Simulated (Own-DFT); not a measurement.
# Computed records: GaP (zincblende, strained, atoms displaced)

Computed with Own-DFT development build. A calculation, not a measurement: plane-wave PBE density functional theory by an unreviewed code, no spin, of a simulated periodic cell, stress positive in tension, free energy of the whole cell less one offset for each atom, forces on such cells passed a denser k mesh, this cell's mesh not checked; offsets are fitted by least squares, one for each functional and potential file, so energies compare only between cells with the same atoms and settings and are not formation energies; the far tail of each file's local potential was reset to the Coulomb form; each entry is a single point on an unrelaxed cell, so the pressure reflects the starting lattice, mostly measured values (interpolated for alloys), from which strain is counted, and rises with the displacements; printed positions are rounded, which can move forces by about a meV/angstrom; the program, named Own-DFT, is a retired in-house code; no spin-orbit coupling.

## GaP (zincblende, strained, atoms displaced)

```
GaP
1.0
     10.8620     0.0000     0.0000
      0.0000    10.8620     0.0000
      0.0000     0.0000    10.9361
Ga P Ga P Ga P Ga P Ga P Ga P Ga P Ga P
4 4 4 4 4 4 4 4 4 4 4 4 4 4 4 4
Direct
  0.00507 0.99951 0.02568
  0.01601 0.24930 0.24564
  0.26824 0.99500 0.24679
  0.24270 0.25074 0.00038
  0.11679 0.11909 0.12103
  0.14113 0.36761 0.37019
  0.37513 0.13217 0.38288
  0.38217 0.37917 0.12893
  0.00273 0.99313 0.49213
  0.99905 0.25927 0.74710
  0.24746 0.01275 0.74232
  0.25486 0.24207 0.50460
  0.12569 0.12512 0.60505
  0.11080 0.38054 0.85997
  0.37645 0.12098 0.88055
  0.36711 0.38872 0.60985
  0.00833 0.49857 0.00042
  0.00081 0.74971 0.25001
  0.24454 0.49020 0.24807
  0.24268 0.74693 0.98714
  0.12101 0.63981 0.12998
  0.12531 0.88148 0.37423
  0.36755 0.63234 0.37754
  0.38897 0.87637 0.11325
  0.00943 0.49023 0.50706
  0.00598 0.75609 0.73233
  0.26342 0.49615 0.74351
  0.25164 0.75941 0.48697
  0.13287 0.61764 0.62880
  0.12258 0.88013 0.87709
  0.37697 0.62639 0.88389
  0.37310 0.87125 0.61857
  0.49929 0.99866 0.00034
  0.49400 0.25146 0.24510
  0.75310 0.99739 0.24236
  0.75022 0.23862 0.99254
  0.62400 0.13980 0.13262
  0.62564 0.37096 0.38780
  0.87089 0.13266 0.37468
  0.87722 0.36933 0.13294
  0.50278 0.98894 0.49803
  0.48979 0.25460 0.74017
  0.76675 0.99837 0.74536
  0.75635 0.24390 0.51386
  0.62242 0.12746 0.62593
  0.61787 0.39372 0.86839
  0.87997 0.12488 0.86920
  0.86996 0.38918 0.63837
  0.49142 0.50836 0.98390
  0.48647 0.74491 0.24655
  0.76415 0.50740 0.24334
  0.76105 0.73518 0.00695
  0.62591 0.62117 0.13252
  0.62112 0.86883 0.36784
  0.87937 0.62784 0.36427
  0.88032 0.86820 0.12837
  0.50129 0.50299 0.50130
  0.50644 0.74706 0.75419
  0.75203 0.51525 0.74593
  0.74090 0.74331 0.50460
  0.63071 0.61926 0.62206
  0.61349 0.88223 0.87151
  0.86966 0.61576 0.86372
  0.87193 0.87955 0.62560
```

```
functional                        : PBE
potential files                   : PseudoDojo norm-conserving, scalar-relativistic, standard set
wave cutoff                       : 42 hartree
occupations                       : Fermi-Dirac
smearing width                    : 0.1 eV
hardware                          : one NVIDIA H100
k mesh                            : 3 x 3 x 3 centred on Gamma
free energy of cell above offsets : -28.228 eV
pressure                          : 4.62 GPa
stress xx                         : -4.86 GPa
stress yy                         : -4.9 GPa
stress zz                         : -4.1 GPa
stress yz                         : -0.9 GPa
stress xz                         : 0.81 GPa
stress xy                         : 0.43 GPa
wall time                         : 559.5 s
```

Force:
```tsv
element	x (eV/Å)	y (eV/Å)	z (eV/Å)
Ga	-2.008	-1.819	-3.54
Ga	-1.363	0.137	0.936
Ga	-0.794	0.639	0.163
Ga	0.206	0.399	-0.503
P	3.495	1.714	1.927
P	-1.555	-0.363	1.349
P	1.12	-1.486	-1.304
P	-1.191	0.314	-1.549
Ga	-1.49	1.099	0.107
Ga	-0.636	-1.539	-1.108
Ga	0.283	-0.929	0.407
Ga	0.026	1.417	-0.695
P	-1.26	0.067	2.231
P	2.954	0.328	1.576
P	-0.699	1.221	-0.884
P	0.817	-1.9	0.525
Ga	-1.266	0.359	0.42
Ga	0.116	0.975	1.09
Ga	0.912	1.935	-0.507
Ga	0.198	0.842	1.048
P	1.272	-1.983	-1.196
P	0.472	-0.69	-1.485
P	0.472	-1.652	-0.807
P	-2.142	-1.272	0.826
Ga	-0.361	0.42	-1.02
Ga	-0.172	-0.617	1.499
Ga	-1.176	0.797	1.715
Ga	-0.837	-0.477	1.446
P	0.099	1.261	-1.052
P	-0.335	0.392	-0.821
P	-1.632	1.097	-2.664
P	0.097	0.175	1.157
Ga	1.389	1.61	-0.095
Ga	0.502	0.504	2.007
Ga	-0.541	0.436	0.824
Ga	-0.286	1.673	0.06
P	0.371	-2.023	-1.278
P	0.425	0.389	-1.247
P	1.055	-0.862	-0.324
P	0.489	-0.083	-1.536
Ga	0.174	0.933	-0.029
Ga	0.383	0.397	0.734
Ga	-2.584	1.007	1.205
Ga	-0.388	1.096	-0.328
P	0.14	-1.05	0.314
P	0.741	-1.956	-0.48
P	0.654	-0.392	0.868
P	0.669	-1.673	-1.794
Ga	1.974	-1.507	3.059
Ga	1.174	0.063	0.078
Ga	-1.364	-1.275	0.811
Ga	-1.099	0.628	-0.863
P	-0.678	0.051	-0.956
P	0.427	0.075	0.026
P	0.232	-0.282	2.442
P	-0.846	0.373	-0.353
Ga	0.262	0.327	-1.198
Ga	-0.613	0.095	-0.808
Ga	-1.611	-1.607	0.354
Ga	1.162	1.064	-1.523
P	-1.705	0.758	0.451
P	2.5	-0.527	0.215
P	2.516	2.258	1.991
P	0.857	-1.364	-1.916
```
